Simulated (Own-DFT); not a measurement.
# Which defects push the lattice out? zincblende GaAs

The numbers are computed, not measured, by runs of the plane-wave DFT program Own-DFT (in-house, retired, unreviewed) at fixed positions, with no spin and no spin-orbit coupling.

Common settings: PBE; PseudoDojo norm-conserving scalar-relativistic files; cutoff 42 hartree; 3 x 3 x 3 k mesh centred on Gamma; Fermi-Dirac smearing of 0.1 eV.

Keep in mind (not all hold for every row): not probed for a lower state with spin; forces on such cells failed a check on a denser k mesh; forces not confirmed at this smearing and k mesh; forces on such cells passed a denser k mesh, each cell not checked; stress not checked against mesh or cutoff.

All runs share one cell, with vectors in Å (11.307, 0.000, 0.000); (0.000, 11.307, 0.000); (0.000, 0.000, 11.307) and a volume of 1445.4 Å³. u is the rms random offset of the atoms per axis. The defect's site can differ from row to row.

| cell | formula | u (Å) | P (GPa) |
|---|---|---|---|
| no defect | As32Ga32 | 0.0211 | 3.52 |
| no defect | As32Ga32 | 0.0473 | 3.96 |
| no defect | As32Ga32 | 0.0492 | 3.87 |
| two As on a Ga site each | As34Ga30 | 0.0278 | 4.78 |
| two As on a Ga site each | As34Ga30 | 0.0281 | 4.76 |
| two As on a Ga site each | As34Ga30 | 0.0300 | ? |
| two As on a Ga site each | As34Ga30 | 0.0301 | 4.78 |
| one As on a Ga site | As33Ga31 | 0.0326 | 4.27 |
| one As on a Ga site | As33Ga31 | 0.0490 | 4.55 |
| one As on a Ga site | As33Ga31 | 0.0525 | 4.57 |
| two Ga vacancies | As32Ga30 | 0.0289 | 3.02 |
| two Ga vacancies | As32Ga30 | 0.0297 | 2.89 |
| two Ga vacancies | As32Ga30 | 0.0339 | 3.00 |
| one In on a Ga site | As32Ga31In | 0.0279 | 4.26 |
| one In on a Ga site | As32Ga31In | 0.0295 | 4.30 |
| one In on a Ga site | As32Ga31In | 0.0536 | 4.70 |

## Working it out

P = P0 + c u² + a shift for each defect gives P0 = 3.45 GPa, c = 200 ± 18 GPa/Å² and a scatter of 0.05 GPa. The shifts, and each times the cell's volume:

- two As on a Ga site each: 1.17 ± 0.04 GPa, 10.5 eV (5.3 eV for each of its 2 sites)
- one In on a Ga site: 0.67 ± 0.04 GPa, 6.1 eV
- one As on a Ga site: 0.60 ± 0.04 GPa, 5.4 eV
- two Ga vacancies: -0.67 ± 0.04 GPa, -6.0 eV (-3.0 eV for each of its 2 sites)

A positive shift means that the defect pushes the cell outwards. Shift times volume (160.2 GPa Å³ is 1 eV) depends little on the cell's size, so, taken for each site, it can be compared between cells at like pressure. The atoms around the defects weren't relaxed, which would change these numbers.

## Prediction

Question: what pressure belongs in the blank (two As on a Ga site each, u = 0.0300 Å)?

From the fit: 4.79 ± 0.05 GPa. The hidden result is 4.81 GPa.
